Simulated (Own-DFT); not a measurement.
# Computed records: GaN (wurtzite, atoms displaced)

All values are calculated (Own-DFT development build). A calculation, not a measurement: plane-wave PBE density functional theory by an unreviewed code, no spin, of a simulated periodic cell, stress positive in tension, free energy of the whole cell less one offset for each atom, forces on such cells passed a denser k mesh, this cell's mesh not checked; offsets are fitted by least squares, one for each functional and potential file, so energies compare only between cells with the same atoms and settings and are not formation energies; the far tail of each file's local potential was reset to the Coulomb form; each entry is a single point on an unrelaxed cell, so the pressure reflects the starting lattice, mostly measured values (interpolated for alloys), from which strain is counted, and rises with the displacements; printed positions are rounded, which can move forces by about a meV/angstrom; the program, named Own-DFT, is a retired in-house code; no spin-orbit coupling.

Common to all runs: functional PBE; potential files PseudoDojo norm-conserving, scalar-relativistic, standard set with the stringent files for Ga; wave cutoff 96 hartree; occupations Gaussian; smearing width 0.01 eV; k mesh 3 x 4 x 3 centred on Gamma.

(1) 
```xyz
96
Lattice="12.7560 0.0000 0.0000 -4.7835 8.2853 0.0000 0.0000 0.0000 10.3700" Properties=species:S:1:pos:R:3:force_x:R:1:force_y:R:1:force_z:R:1 formula=GaN free_energy_of_cell_above_offsets=36.395 pressure=18.65 stress_xx=-17.44 stress_yy=-16.26 stress_zz=-22.24 stress_yz=1.69 stress_xz=1.42 stress_xy=1.43
Ga     0.0226     1.5871     0.0196     -4.567      3.482     -2.562
Ga     1.5081     0.8840     2.6288     -1.341      7.789      1.264
N     -0.0917     1.9094     1.6812     -0.518     -0.042      6.917
N      1.3860     0.8627     4.4656      11.86     -6.822     -3.845
Ga     0.2454     1.5784     5.1799     -10.97       8.69      2.909
Ga     1.6737     0.9228     7.8200     -1.032      1.711      1.964
N      0.0187     1.9447     6.9142      4.172      1.644      2.359
N      1.4122     0.7705     9.9702      7.439     -1.292     -3.914
Ga    -1.5495     4.5673    10.2934      2.078      1.229       3.37
Ga     0.1358     3.6688     2.4476     -2.321     -0.114      1.982
N     -1.6868     4.3935     2.2283      2.238      2.803     -3.352
N     -0.0368     3.6112     4.4885       0.59     -0.172      0.195
Ga    -1.5553     4.7223     5.1682       0.28     -6.032     -1.139
Ga    -0.0790     3.5985     7.8781      1.744      1.903     -2.516
N     -1.7929     4.6116     7.0062      1.098     -0.777      1.181
N      0.0329     3.7389     9.7065     -0.756     -1.903      0.495
Ga    -3.0667     7.2114     0.0900     -0.953      0.967     -0.602
Ga    -1.7387     6.4821     2.5752       2.52     -1.225      -0.88
N     -3.1873     7.6249     2.1303      1.735     -8.475     -4.656
N     -1.5608     6.2568     4.3891     -0.556      4.457      2.382
Ga    -3.1290     7.1142     5.4060     -0.096      1.656     -3.095
Ga    -1.4045     6.2639     7.7695     -1.498      1.759      0.115
N     -3.1605     7.5174     7.2533      2.036     -2.565      -1.77
N     -1.6129     6.3442     9.5919      1.018      1.278      2.166
Ga     3.1508     1.8098     0.1869     -0.795      1.697     -1.992
Ga     4.8278     1.0223     2.5018     -2.953      -3.34      2.258
N      3.1012     1.7932     2.1230      1.111      1.963     -0.887
N      4.5906     0.4737     4.6418      0.424      6.739      -2.67
Ga     3.3195     1.7595     5.2154     -1.806     -0.029     -1.211
Ga     4.7599     1.1174     7.6432      2.059      -2.98      2.407
N      3.1877     1.8318     7.2315     -0.775      0.176      -2.37
N      4.9079     0.7819     9.7274      0.831      9.941     -5.472
Ga     1.4706     4.7153    10.3251      2.559     -1.698      0.587
Ga     3.1458     3.8253     2.7375      0.559     -0.682     -2.217
N      1.5989     4.7259     1.9608      1.469      0.748     -0.695
N      3.1501     3.6099     4.5541      0.995      0.655      2.484
Ga     1.4368     4.6536     5.2783      0.356     -0.773     -0.999
Ga     3.4608     3.6469     7.6413     -9.324     -4.025      1.003
N      1.4749     4.6840     7.1702     -0.098     -0.536      0.226
N      3.2635     3.5885     9.3803     -0.458     -0.373      7.705
Ga    -0.1426     7.6827     0.0787     -0.826     -10.27     -4.521
Ga     1.9522     6.6803     2.6157     -7.784      -4.55      1.409
N     -0.0969     7.3938     1.6586      0.582     -0.958      10.68
N      1.6340     6.5785     4.5027      0.109     -1.539      0.867
Ga     0.0847     7.3183     5.5152      0.267     -3.571     -4.938
Ga     1.4812     6.5851     7.9145      8.366       -6.2      2.092
N      0.2185     7.2987     7.2292     -8.215      5.216     -0.381
N      1.5838     6.3749     9.6928      1.312       3.89      1.898
Ga     6.3667     1.7065     0.1922      0.452      1.573     -1.572
Ga     7.9302     0.7709     2.6450      0.035      3.405     -4.713
N      6.2408     2.0051     2.0159      2.362      -0.31      0.139
N      7.6516     0.8347     4.2948      4.236     -2.706      4.711
Ga     6.5636     1.7678     5.1809     -3.968      3.027      1.105
Ga     7.9118     0.9719     7.8546      2.239     -1.336     -2.687
N      6.4023     1.9448     7.0587      0.458     -1.659      0.891
N      8.2528     0.7768     9.6415     -3.289      5.832     -1.317
Ga     4.9313     4.6138     0.0608     -2.655     -0.219      0.697
Ga     6.2134     3.7390     3.0159      0.439      0.993     -11.51
N      5.0069     4.7736     2.0435     -2.846     -1.426     -0.594
N      6.4747     3.6681     4.5794     -0.675      -0.59      9.875
Ga     4.8301     4.7140     5.3532     -0.389     -0.754     -0.953
Ga     6.5391     3.5234     8.0635     -0.099      2.875     -7.396
N      4.6026     4.6705     7.2666       9.39      5.345     -3.937
N      6.2725     3.5841     9.7101      2.213     -1.199      4.999
Ga     3.3318     7.5290    10.2548     -2.031     -8.519      2.635
Ga     4.7560     6.5765     2.6176      4.435     -1.607      0.419
N      3.3180     7.3928     1.9380      1.558      1.617     -4.082
N      4.8464     6.5635     4.5695     -1.528     -1.358      0.054
Ga     3.2051     7.3014     5.3500     -0.218      0.321     -2.475
Ga     4.7265     6.5119     7.7799       6.54      -2.35      2.957
N      3.3177     7.0887     7.1415     -6.784      5.072     -0.512
N      4.8612     6.3886     9.8006     -0.929      0.884     -1.576
Ga     9.6897     1.6920    10.2786     -1.133      4.015       0.66
Ga    10.8210     1.0409     2.6004      5.111     -2.032     -0.206
N      9.3699     1.6260     1.7020     -0.752      1.719      2.032
N     11.1351     0.8494     4.5459       1.21      0.832     -2.068
Ga     9.6497     1.7058     5.0664     -2.116      2.455      1.756
Ga    11.5042     1.0309     7.5567     -4.753     -4.114      2.689
N      9.7878     1.4904     7.0535     -4.115      2.835     -0.279
N     11.1027     1.0708     9.5024      4.029     -2.254     -0.799
Ga     8.0228     4.5874    10.1092      0.405       1.81       2.65
Ga     9.4627     3.6171     2.5602     -0.741     -0.525     -0.824
N      8.1157     4.6281     1.8017      -1.51      0.702     -0.719
N      9.2802     3.5010     4.3902      1.326     -0.173      2.533
Ga     7.9996     4.6824     5.2847      0.272     -1.526     -2.358
Ga     9.6333     3.5569     7.8933     -0.792     -0.047     -3.362
N      7.8088     4.7191     7.0754      0.943     -1.361      3.557
N      9.7770     3.7544     9.6992      -4.37     -2.996     -0.135
Ga     6.2835     7.5031    10.1988      3.248     -1.082      1.554
Ga     8.1765     6.5082     2.4410     -2.943       -2.4      1.442
N      6.5101     7.1940     1.9018      -2.09      2.957     -0.716
N      7.9459     6.4322     4.5436      1.485     -0.093     -0.324
Ga     6.4131     7.3940     5.1263      0.792      -0.93      0.569
Ga     7.9602     6.6694     7.6269      4.952     -4.767      3.609
N      6.5841     7.3824     7.0755     -6.934       3.03     -1.909
N      8.1359     6.6729     9.5483     -2.639     -2.422      1.261
```

Units: free_energy_of_cell_above_offsets in eV; pressure, stress_xx, stress_yy, stress_zz, stress_yz, stress_xz, stress_xy in GPa; force_x, force_y, force_z in eV/Å.

(2) 
```xyz
96
Lattice="12.7560 0.0000 0.0000 -4.7835 8.2853 0.0000 0.0000 0.0000 10.3700" Properties=species:S:1:pos:R:3:force_x:R:1:force_y:R:1:force_z:R:1 formula=GaN free_energy_of_cell_above_offsets=49.381 pressure=22.65 stress_xx=-25.82 stress_yy=-26.42 stress_zz=-15.71 stress_yz=-1.84 stress_xz=-0.07 stress_xy=1.09
Ga    -0.0426     1.5422     0.3493      2.454      3.642     -1.742
Ga     1.9456     0.9025     2.5296     -2.505     -0.381      0.965
N      0.3639     2.0127     2.0604     -1.348     -2.784      0.017
N      1.4234     0.9368     4.4653      3.643      -1.88      0.148
Ga     0.1057     1.9217     5.3494     -0.872     -5.689     -1.614
Ga     1.8491     1.1511     7.8484     -4.853     -2.078     -0.895
N     -0.0920     1.7008     7.0786      1.998      0.788      3.562
N      1.7496     1.0946     9.7325     -4.379     -3.176     -0.414
Ga    -1.5647     4.7042    10.3440      -1.17      2.063      1.698
Ga     0.1027     3.8140     2.5104     -4.439     -3.731      3.734
N     -1.4172     4.6920     2.2494     -4.048     -1.823     -1.852
N      0.0931     3.4822     4.8060     -3.434      6.321     -4.784
Ga    -1.8672     4.6608     5.1059      5.461      0.876      1.825
Ga    -0.1996     3.8217     7.5509      -0.26     -2.428      2.927
N     -1.8124     4.6410     7.2882      1.375      2.478     -3.603
N     -0.2710     3.8623     9.5558      5.612     -2.111     -0.656
Ga    -3.0671     7.4016    10.2996     -2.665      0.564      0.868
Ga    -1.6425     6.5121     2.4699       -1.8     -2.714      1.552
N     -3.2426     7.0341     1.8466      1.849      4.815     -1.663
N     -1.5043     6.4727     4.4274     -1.571     -1.133      1.276
Ga    -3.0351     7.1812     5.3783       2.33      4.397      0.277
Ga    -1.5975     6.6442     7.6366      4.865     -6.484      4.985
N     -3.0533     7.2246     7.2674     -9.063       5.54     -1.672
N     -1.5530     6.6873     9.8623      3.362     -2.566      -2.48
Ga     3.0866     2.0430    10.2786      3.603     -8.482      4.393
Ga     4.9963     1.1042     2.7575     -4.942     -3.909     -1.038
N      3.4240     1.9848     1.8276      0.201      -6.28     -0.105
N      4.6464     0.9508     4.6840      3.808     -0.661     -2.423
Ga     3.1555     1.7734     5.0299     -4.794      1.061      0.447
Ga     4.5607     0.8055     7.7966      3.066      1.081      0.401
N      3.2405     1.9243     6.9195      0.379     -1.269      2.169
N      4.6531     0.7213     9.8784     -0.368      7.584     -2.588
Ga     1.9134     4.6443     0.0025     -9.759      4.964      2.117
Ga     3.3624     3.5806     2.3285     -3.953      4.951      4.831
N      1.4541     4.5753     1.9700      9.721      4.946      -2.77
N      3.1930     3.5335     4.6390      0.059       2.63     -2.284
Ga     1.4106     4.5733     5.2590      3.849      0.862     -7.624
Ga     3.3416     3.4999     7.8724     -3.073      1.725      0.157
N      1.3430     4.5401     6.8894       2.55      1.999       9.51
N      3.0426     3.5971     9.8718      6.787      4.369     -6.825
Ga     0.3325     7.4015    10.1288     -12.07      0.419       7.56
Ga     2.0119     6.5554     2.6796     -8.587     -4.823      1.528
N     -0.1699     7.2353     2.0802      8.371      5.221     -1.184
N      1.9545     6.4713     4.5850     -11.65     -7.088     -6.044
Ga    -0.0650     7.4444     4.9062       2.03     -2.702       1.24
Ga     1.3146     6.3791     7.7371      3.442     -0.916     -1.144
N     -0.0611     7.3573     6.9959      0.772      1.427     -1.152
N      1.6010     6.6966     9.5979      11.73     -7.294     -2.148
Ga     6.1692     1.8975     0.0343      0.761      -3.97     -1.716
Ga     7.8723     0.8128     2.5704      3.315       2.67      1.879
N      6.3926     1.7161     1.8897      1.988      1.678     -0.134
N      8.0656     1.0771     4.7165     -7.804     -4.756     -3.995
Ga     6.2866     1.6709     5.1662      2.224      2.857      2.476
Ga     8.0260     0.9038     7.6672      0.062      1.284      0.383
N      6.3858     1.8557     7.3258     -1.311     -1.692     -1.797
N      8.1538     0.9262     9.5404     -3.534      -1.66      2.043
Ga     5.1177     4.6097    10.3237     -8.192      8.217     -0.862
Ga     6.3868     3.5731     2.5793      0.591      1.634      0.027
N      4.6428     4.6032     1.6007      1.949       1.84      5.842
N      6.3956     3.6077     4.4678      0.539      -0.25      0.323
Ga     4.8118     4.4335     5.1287      -1.32     -1.323      0.998
Ga     6.4848     3.6168     7.7864      0.349      1.752     -0.455
N      4.6979     4.4147     7.2114      3.558      3.356     -0.157
N      6.2489     3.5979     9.9369      8.621     -4.439     -4.774
Ga     3.2502     7.3956     0.2899     -0.413      1.077     -7.706
Ga     4.7208     6.3994     2.5955      7.144     -3.803      2.387
N      3.4138     7.2881     2.0224     -1.454      4.713      -0.69
N      4.7059     6.1649     4.5799      1.364      3.099     -0.834
Ga     3.0234     7.3622     5.2429      10.46      6.921      4.913
Ga     4.9159     6.3929     7.9273     -2.958      0.469     -1.235
N      3.1792     7.5151     7.0300      0.387     -3.838      2.243
N      4.8952     6.6786     9.9210     -4.737     -4.538     -2.252
Ga     9.4799     1.6384     0.0479      3.226      4.418     -0.242
Ga    11.2676     0.6357     2.7205       0.22      2.573       0.07
N      9.4555     1.9116     1.8763      0.178     -1.834      2.054
N     10.9184     0.7315     4.5325      2.752      -1.29     -0.281
Ga     9.5474     1.7437     5.0730      4.121      1.883      2.555
Ga    11.1620     0.8564     7.7928     -0.411      9.076      2.561
N      9.6016     1.8391     6.9725      0.028     -1.319      2.099
N     11.3384     0.9254     9.7955     -2.566      1.279     -2.025
Ga     7.8971     4.5980     0.2239      3.379     -3.675     -1.953
Ga     9.4459     3.6577     2.7631      4.426     -1.299     -0.068
N      8.1729     4.6923     2.0687     -3.508     -5.801     -0.979
N      9.6512     3.5108     4.7395     -3.481      1.615     -3.211
Ga     8.0926     4.8975     5.1685     -0.898     -3.079     -1.998
Ga     9.5707     3.5312     7.6889     -1.051      1.889      1.826
N      8.0824     4.7864     6.9362     -2.627     -0.624      4.143
N      9.7126     3.8631     9.6235     -4.154     -2.451      1.347
Ga     6.3491     7.5168    10.1967      4.906     -2.257      3.677
Ga     8.0190     6.3194     2.4615      1.843      2.721      4.728
N      6.7799     7.3068     1.9002     -7.172      2.569     -1.817
N      8.3624     6.6250     4.5122     -6.406     -2.507     -2.241
Ga     6.2856     7.2253     5.2863      0.116      0.987     -2.697
Ga     7.6920     6.6756     7.6997      6.543     -4.788      2.544
N      6.3648     7.6449     7.1341     -2.961      -7.76     -2.608
N      7.7163     6.1485     9.8573        0.2      6.061     -3.876
```

Units: free_energy_of_cell_above_offsets in eV; pressure, stress_xx, stress_yy, stress_zz, stress_yz, stress_xz, stress_xy in GPa; force_x, force_y, force_z in eV/Å.
